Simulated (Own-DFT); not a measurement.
# How strain changes the stress of grey tin, 64 atoms (Sn64)

All numbers below are calculated, not measured. The program, named Own-DFT, is a retired in-house plane-wave density functional code that no person has reviewed. Each row is one single-point run on a periodic cell that was not relaxed, without spin or spin-orbit coupling.

Settings of every run: PBE; PseudoDojo norm-conserving scalar-relativistic files; cutoff 42 hartree; 3 x 3 x 3 k mesh centred on Gamma; cold (Marzari-Vanderbilt) smearing of 0.2 eV.

Known limits: forces on such cells moved up to 12 meV/angstrom on a denser k mesh; stress not checked against mesh or cutoff.

Unstrained cell vectors in Å: (12.978, 0.000, 0.000); (0.000, 12.978, 0.000); (0.000, 0.000, 12.978). The unstrained cell has measured lattice constants (interpolated for alloys), not those of this functional. That, the random moves and any unrelaxed bonds set the pressure at no strain. Each run strains this cell uniformly, with the atoms carried along. Every atom was also moved at random, by a Gaussian of width 0.05 Å on each axis. Strain is the symmetric tensor, in per cent. Stress is positive in tension, and the pressure is minus a third of its trace.

```
run,e_xx (%),e_yy (%),e_zz (%),s_xx (GPa),s_yy (GPa),s_zz (GPa),P (GPa),E (meV/atom)
1,-0.50,-0.50,0.00,-4.22,-4.22,-4.07,4.17,28.7
2,-2.50,-2.50,0.00,-6.82,-6.83,-6.12,6.59,74.2
3,0.75,0.75,0.00,-2.70,-2.72,-2.94,2.79,0.0
4,0.75,0.75,0.00,-2.85,-2.85,-3.03,2.91,15.2
5,-2.50,-2.50,0.00,-6.85,-6.81,-6.09,6.58,73.9
6,-1.50,-1.50,0.00,-5.53,-5.48,-5.09,5.37,52.2
7,-2.00,-2.00,0.00,-6.18,-6.11,-5.53,5.94,62.5
8,-0.50,-0.50,0.00,-4.26,-4.20,-4.05,4.17,28.7
9,-1.50,-1.50,0.00,-5.40,-5.40,-4.94,5.25,41.8
10,0.25,0.25,0.00,-3.38,-3.40,-3.45,3.41,18.7
11,0.25,0.25,0.00,-3.30,-3.30,-3.42,3.34,13.0
12,-2.00,-2.00,0.00,-6.09,-6.12,-5.53,5.91,57.9
13,-1.00,-1.00,0.00,?,?,?,?,?
```

E is the free energy for each atom above the lowest run shown.

## Worked fit

The change of volume is close to e_xx + e_yy + e_zz. A straight line through the runs shown gives P = 3.66 - 58 x (fractional change of volume) GPa, with an error of 1 on the slope and a scatter of 0.07 GPa. The strain isn't the same on all axes, but the crystal is cubic, so the slope still estimates the bulk modulus, averaged over pressures from 2.8 to 6.6 GPa.

## Withheld run

Question: what pressure should run 13 give? Its volume changes by -1.99 %.

The line gives 4.8 GPa. The calculation gave 4.71 GPa.
